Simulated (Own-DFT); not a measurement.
# What random displacements cost in hexagonal WC, 64 atoms (C32W32)

These are calculations, not measurements. The program, named Own-DFT, is a retired in-house plane-wave density functional code that no person has reviewed. Each row is one single-point run on a periodic cell that was not relaxed, without spin or spin-orbit coupling.

Settings of every run: PBE; PseudoDojo norm-conserving scalar-relativistic files; cutoff 50 hartree; 4 x 4 x 4 k mesh centred on Gamma; cold (Marzari-Vanderbilt) smearing of 0.2 eV.

Known limits, some of them of some rows only: some atoms lie very close together; forces on such cells moved up to 12 meV/angstrom on a denser k mesh; stress not checked against mesh or cutoff.

Cell vectors in Å: (5.833, -5.052, -2.839); (0.000, -5.052, 8.518); (-5.833, -5.052, -2.839). In each run every atom was moved at random and independently from its ideal site; u is the rms move along one axis. E is the free energy for each atom above the fitted value at u = 0, and F the rms of the force components.

| run | u (Å) | E (meV/atom) | F (eV/Å) | largest force (eV/Å) | P (GPa) |
|---|---|---|---|---|---|
| 1 | 0.0198 | 14.4 | 0.513 | 1.72 | 3.22 |
| 2 | 0.0202 | 15.0 | 0.531 | 1.75 | 3.30 |
| 3 | 0.0203 | 15.8 | 0.552 | 1.90 | 3.29 |
| 4 | 0.0469 | ? | ? | ? | ? |
| 5 | 0.0500 | 98.0 | 1.457 | 6.57 | 6.58 |
| 6 | 0.0940 | 344.0 | 2.916 | 12.20 | 16.65 |
| 7 | 0.1021 | 367.7 | 2.802 | 11.03 | 17.09 |
| 8 | 0.1112 | 469.0 | 3.306 | 13.73 | 21.26 |
| 9 | 0.1333 | 611.5 | 3.557 | 16.67 | 26.53 |

## Worked fit

For small independent moves the energy grows as E = (3/2) K u², with K the mean stiffness felt by one atom. The runs with u up to 0.11 Å give K = 25.1 ± 0.7 eV/Å², with residuals divided by u² + 0.0006 Å², since the noise grows with the moves. The scatter is 4.5 meV/atom at u = 0.05 Å. The forces follow F = G u with G = 27.9 eV/Å²; no force at u = 0 is resolved. G exceeds K because the moves of its neighbours add to the force on an atom, and stiffness differs between atoms. The pressure follows P = 2.78 + 1457 u² GPa: at fixed volume, shortened bonds push harder than stretched ones pull.

## Withheld run

Question: what energy and rms force should run 4 give?

The fit gives 83 ± 5 meV/atom and about 1.31 eV/Å. The calculation gave 87.4 meV/atom and 1.385 eV/Å.
